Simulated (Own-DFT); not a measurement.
# Biaxial strain at fixed height in wurtzite AlGaN with randomly placed atoms, 72 atoms (Al9Ga27N36)

No measurement is shown. These are fixed-geometry runs of a retired plane-wave code named Own-DFT, which no person has reviewed; spin and spin-orbit coupling are neglected.

Common settings: PBE; PseudoDojo norm-conserving scalar-relativistic files (stringent for Ga); cutoff 96 hartree; 4 x 4 x 3 k mesh centred on Gamma; Gaussian smearing of 0.01 eV.

Limits: forces on such cells passed a denser k mesh, each cell not checked; stress not checked against mesh or cutoff.

Unstrained cell vectors in Å: (9.509, 0.000, 0.000); (-4.755, 8.235, 0.000); (0.000, 0.000, 10.268). The unstrained cell has measured lattice constants (interpolated for alloys), not those of this functional. That, the random moves and any unrelaxed bonds set the pressure at no strain. Each run strains x and y alike by e, as a substrate would, and holds the height along z. Random moves of width 0.05 Å per axis were added to every atom. The random placing of the alloy's atoms differs from row to row. Stress is positive in tension.

```
e (%)  u (Å)  (s_xx + s_yy)/2 (GPa)  s_zz (GPa)
-2.75  0.056                 -25.84      -10.72
-2.25  0.058                 -21.69      -11.46
-1.00  0.050                 -13.26       -8.12
-0.25  0.054                  -8.98       -7.46
 0.75  0.054                  -3.46       -6.30
 1.00  0.054                      ?           ?
 1.50  0.046                   0.66       -4.17
 1.75  0.046                   1.47       -2.59
 2.75  0.051                   5.81       -3.58
 3.00  0.048                   7.38       -3.83
```

## Analysis

With e as a fraction, the in-plane stress is -7.4 + 575 e - 3051 e² GPa (errors 5 and 292, scatter 0.28), and s_zz is -7.0 + 147 e GPa (slope ± 17, scatter 1.03). At e = 0 the first slope is C11 + C12 and the second 2 C13, both with the ions held to the strained lattice and at the cell's own pressure. The term in e² is negative: the layer stiffens under compression and softens under tension. A free layer would change its height as e changes, and the in-plane slope would drop by 2 C13²/C33 to the biaxial modulus. At fixed height, a misfit of 1 % moves the in-plane stress by about 5.8 GPa and s_zz by 1.5 GPa.

## Check

Q: what are the two stresses at e = 1.00 %?

Estimate: -2.0 and -5.6 GPa. The run itself gave -2.52 and -5.14 GPa.
